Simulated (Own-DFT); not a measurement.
## Calculated data, HfO₂ (monoclinic hafnia, atoms displaced)

A calculation, not a measurement: plane-wave density functional theory by an unreviewed code, no spin, of a simulated periodic cell, stress positive in tension, run twice, with PBE and with PBEsol, both on files made for PBE, so the change isn't that of files made for PBEsol, hafnium file: forces about 75 meV/angstrom off all-electron values; oxygen file: force components 24 meV/angstrom off all-electron in one glass; forces on such cells passed a denser k mesh, this cell's mesh not checked; the far tail of each file's local potential was reset to the Coulomb form; each entry is a single point on an unrelaxed cell, so the pressure reflects the starting lattice, mostly measured values (interpolated for alloys), from which strain is counted, and rises with the displacements; printed positions are rounded, which can move forces by about a meV/angstrom; the program, named Own-DFT, is a retired in-house code; no spin-orbit coupling; stress was not checked against mesh or cutoff. Program: Own-DFT development build.

## HfO₂ (monoclinic hafnia, atoms displaced)

```
HfO2
1.0
     10.2340     0.0000     0.0000
      0.0000    10.3500     0.0000
     -1.6955     0.0000    10.4453
Hf O Hf O Hf O Hf O Hf O Hf O Hf O Hf O
4 8 4 8 4 8 4 8 4 8 4 8 4 8 4 8
Direct
  0.13787 0.01853 0.10471
  0.36047 0.27068 0.14513
  0.35605 0.48123 0.39302
  0.13787 0.23014 0.35425
  0.03559 0.16300 0.17220
  0.46242 0.41727 0.07610
  0.46308 0.33408 0.32789
  0.03602 0.08454 0.42506
  0.22384 0.37905 0.23895
  0.27381 0.12728 0.00825
  0.28228 0.11784 0.25711
  0.22250 0.37131 0.49061
  0.13756 0.02220 0.60150
  0.36292 0.27067 0.64583
  0.35791 0.47747 0.89890
  0.13892 0.22604 0.85537
  0.03453 0.16129 0.67099
  0.46571 0.41568 0.57936
  0.46534 0.33130 0.82402
  0.04147 0.08501 0.92437
  0.22379 0.37632 0.73922
  0.27775 0.12858 0.51492
  0.27872 0.12142 0.75983
  0.22065 0.36929 0.98813
  0.14073 0.51860 0.10474
  0.36367 0.77134 0.14461
  0.36235 0.97705 0.39568
  0.13860 0.73064 0.35512
  0.03777 0.66963 0.17442
  0.46388 0.91824 0.07755
  0.46470 0.83270 0.32741
  0.03793 0.58401 0.42402
  0.22503 0.87496 0.23981
  0.27707 0.62690 0.00839
  0.27665 0.61898 0.25841
  0.22465 0.87195 0.48943
  0.13623 0.51679 0.60560
  0.36273 0.77157 0.64682
  0.36176 0.98165 0.89913
  0.13439 0.73072 0.85422
  0.03381 0.66757 0.67313
  0.46283 0.91586 0.57349
  0.46037 0.82920 0.82789
  0.03923 0.58443 0.92284
  0.22452 0.87897 0.74120
  0.27233 0.62757 0.50844
  0.27716 0.61995 0.76012
  0.22669 0.87224 0.98915
  0.63876 0.01931 0.10286
  0.86117 0.27125 0.14737
  0.86009 0.47866 0.39342
  0.63820 0.23127 0.35654
  0.53808 0.16671 0.17203
  0.96674 0.41796 0.07816
  0.96117 0.33239 0.32222
  0.53528 0.08309 0.42300
  0.72439 0.37871 0.23939
  0.77509 0.12719 0.01075
  0.77589 0.11970 0.25994
  0.72605 0.36576 0.48909
  0.63441 0.01970 0.60187
  0.86048 0.26919 0.64711
  0.86039 0.48136 0.89797
  0.63917 0.23052 0.85704
  0.53716 0.16395 0.67318
  0.96090 0.41700 0.57478
  0.96500 0.33428 0.82733
  0.53789 0.08336 0.92332
  0.72917 0.38164 0.73964
  0.77672 0.12558 0.51029
  0.77478 0.12261 0.76056
  0.72367 0.36582 0.99004
  0.64151 0.51938 0.10001
  0.86200 0.77004 0.14631
  0.85899 0.97695 0.39625
  0.63513 0.73214 0.35083
  0.53695 0.66329 0.17468
  0.96265 0.91508 0.07462
  0.96458 0.83608 0.32703
  0.53770 0.58661 0.42294
  0.72518 0.87855 0.24455
  0.77193 0.63049 0.01074
  0.77799 0.62412 0.26059
  0.72346 0.87151 0.49072
  0.63930 0.51949 0.60540
  0.86164 0.77058 0.64689
  0.86521 0.97741 0.89658
  0.63353 0.72646 0.85137
  0.53654 0.66892 0.67197
  0.96266 0.91776 0.57749
  0.96100 0.83348 0.82154
  0.53816 0.58590 0.92306
  0.72380 0.87719 0.74271
  0.77457 0.62895 0.51280
  0.77325 0.62219 0.76124
  0.72388 0.87259 0.98672
```

* functional: PBE, then PBEsol
* potential files: PseudoDojo norm-conserving, scalar-relativistic, standard set
* wave cutoff: 72 hartree
* occupations: Fermi-Dirac
* smearing width: 0.1 eV
* k mesh: 2 x 2 x 2 centred on Gamma
* PBE pressure: 3.94 GPa
* PBE stress xx: -3.69 GPa
* PBE stress yy: -3.81 GPa
* PBE stress zz: -4.31 GPa
* PBE stress yz: 0.31 GPa
* PBE stress xz: 0.05 GPa
* PBE stress xy: -0.35 GPa
* PBEsol pressure: -2.52 GPa
* PBEsol stress xx: 2.78 GPa
* PBEsol stress yy: 2.59 GPa
* PBEsol stress zz: 2.18 GPa
* PBEsol stress yz: 0.29 GPa
* PBEsol stress xz: 0.4 GPa
* PBEsol stress xy: -0.34 GPa
* rms change of force components from PBE to PBEsol: 0.038 eV/Å

Force:
```tsv
force element	PBE force x (eV/Å)	PBE force y (eV/Å)	PBE force z (eV/Å)	PBEsol force x (eV/Å)	PBEsol force y (eV/Å)	PBEsol force z (eV/Å)
Hf	0.182	0.049	0.144	0.187	0.104	0.105
Hf	0.872	-0.569	0.285	0.848	-0.514	0.309
Hf	1.314	0.068	0.977	1.264	0.027	0.967
Hf	-0.163	-0.724	0.039	-0.169	-0.75	0.016
O	-0.05	0.353	0.248	-0.036	0.358	0.289
O	0.272	-0.061	0.088	0.249	-0.047	0.029
O	-0.007	0.012	-0.073	-0.017	-0.005	-0.124
O	0.043	0.319	-0.67	0.062	0.299	-0.598
O	-0.167	-0.323	0.083	-0.098	-0.312	0.079
O	0.477	0.35	0.503	0.401	0.331	0.484
O	-0.732	0.345	0.363	-0.771	0.343	0.349
O	-0.038	-0.12	-0.447	0.023	-0.105	-0.441
Hf	0.03	-0.619	0.679	0.026	-0.547	0.637
Hf	0.305	-0.176	0.137	0.292	-0.13	0.165
Hf	0.792	0.298	-1.072	0.754	0.253	-1.019
Hf	0.002	0.476	-1.014	0.012	0.417	-1.004
O	-0.414	0.834	0.56	-0.39	0.821	0.587
O	0.072	0.308	-0.434	0.063	0.308	-0.462
O	-0.189	0.63	0.807	-0.191	0.588	0.736
O	-1.217	-0.948	-0.018	-1.168	-0.936	0.034
O	-0.077	0.141	0.163	-0.009	0.135	0.158
O	0.066	0.066	-0.984	-0.002	0.061	-0.949
O	-0.211	-0.056	0.342	-0.27	-0.046	0.339
O	0.162	0.089	0.387	0.224	0.098	0.378
Hf	-0.508	0.891	-0.161	-0.488	0.91	-0.181
Hf	-0.041	-0.446	-0.053	-0.046	-0.386	-0.021
Hf	-0.106	0.432	-0.057	-0.101	0.37	-0.026
Hf	-0.323	-0.161	0.068	-0.312	-0.202	0.038
O	-0.092	-0.416	-0.509	-0.085	-0.386	-0.44
O	0.181	-0.217	0.308	0.163	-0.199	0.246
O	-0.214	0.157	-0.305	-0.213	0.139	-0.349
O	-0.768	-0.457	-0.359	-0.737	-0.461	-0.301
O	-0.023	0.289	-0.219	0.043	0.273	-0.212
O	0.056	0.25	0.432	-0.005	0.227	0.422
O	0.011	0.196	0.001	-0.052	0.184	0.007
O	-0.102	-0.148	-0.124	-0.032	-0.14	-0.128
Hf	-0.042	0.811	-0.02	-0.033	0.836	-0.056
Hf	-0.567	-0.335	0.008	-0.554	-0.281	0.044
Hf	0.296	-0.269	-1.121	0.272	-0.305	-1.065
Hf	0.963	0.02	-0.64	0.942	-0.032	-0.661
O	0.342	-0.425	-0.009	0.336	-0.396	0.048
O	0.164	-0.162	0.407	0.153	-0.138	0.341
O	0.137	0.459	0.201	0.131	0.426	0.132
O	-0.959	-0.478	0.091	-0.923	-0.477	0.136
O	-0.16	0.155	-0.256	-0.09	0.143	-0.248
O	0.467	0.157	0.292	0.392	0.142	0.273
O	-0.304	-0.121	0.111	-0.359	-0.113	0.114
O	-0.487	-0.342	0.242	-0.408	-0.322	0.238
Hf	0.278	0.36	0.307	0.277	0.411	0.269
Hf	0.165	-0.85	-0.486	0.152	-0.784	-0.44
Hf	0.267	0.695	0.601	0.256	0.629	0.613
Hf	-0.228	-0.877	-0.563	-0.215	-0.904	-0.573
O	-0.565	0.384	-0.111	-0.545	0.385	-0.061
O	-0.415	-0.1	-0.008	-0.41	-0.083	-0.057
O	0.725	0.071	0.745	0.695	0.051	0.671
O	-0.128	0.116	-0.274	-0.117	0.095	-0.211
O	-0.193	0.245	-0.137	-0.114	0.23	-0.132
O	0.423	0.2	0.153	0.34	0.193	0.151
O	0.079	0.241	0.098	0.016	0.24	0.095
O	-0.231	0.644	0.121	-0.161	0.627	0.112
Hf	0.767	-0.073	0.725	0.749	-0.021	0.672
Hf	0.432	-0.41	-0.047	0.408	-0.357	-0.021
Hf	0.937	-0.275	-0.606	0.913	-0.319	-0.578
Hf	-0.085	-1.017	-0.928	-0.08	-1.049	-0.925
O	-0.405	0.403	-0.04	-0.388	0.404	0.002
O	0.323	-0.134	0.174	0.309	-0.112	0.119
O	0.126	0.049	0.201	0.109	0.032	0.149
O	-0.472	-0.131	-0.084	-0.449	-0.138	-0.025
O	-0.491	-0.145	0.253	-0.413	-0.143	0.244
O	-0.157	0.337	0.089	-0.216	0.324	0.086
O	0.31	-0.151	0.273	0.241	-0.132	0.266
O	0.257	1.03	0.27	0.31	1.012	0.264
Hf	-0.995	0.359	0.855	-0.966	0.409	0.808
Hf	-0.022	0.103	0.268	-0.023	0.137	0.297
Hf	0.198	0.501	0.375	0.176	0.441	0.392
Hf	0.607	-0.755	1.057	0.589	-0.783	1.005
O	-0.312	0.156	-0.603	-0.296	0.177	-0.539
O	0.609	0.115	0.192	0.585	0.133	0.135
O	0.438	-0.304	-0.062	0.414	-0.316	-0.108
O	-0.902	-0.778	0.013	-0.866	-0.765	0.056
O	-0.126	0.089	-0.915	-0.057	0.079	-0.881
O	0.773	-0.339	-0.006	0.685	-0.348	-0.004
O	0.086	-0.482	-0.111	0.028	-0.465	-0.114
O	-0.173	-0.198	-0.18	-0.102	-0.179	-0.184
Hf	-0.353	0.549	-0.572	-0.338	0.594	-0.578
Hf	-0.452	0.201	-0.795	-0.442	0.245	-0.746
Hf	-0.982	0.56	-0.612	-0.978	0.487	-0.569
Hf	0.599	1.336	0.181	0.586	1.254	0.148
O	-0.19	-0.328	-0.331	-0.176	-0.304	-0.258
O	0.224	-0.202	-0.052	0.205	-0.184	-0.104
O	0.721	0.082	1.061	0.694	0.061	0.986
O	-1.171	-1.311	0.152	-1.121	-1.285	0.2
O	-0.101	0.469	-0.535	-0.027	0.446	-0.522
O	0.282	-0.319	-0.314	0.211	-0.32	-0.296
O	0.375	-0.399	0.292	0.297	-0.388	0.282
O	-0.098	-0.3	0.496	-0.027	-0.28	0.485
```
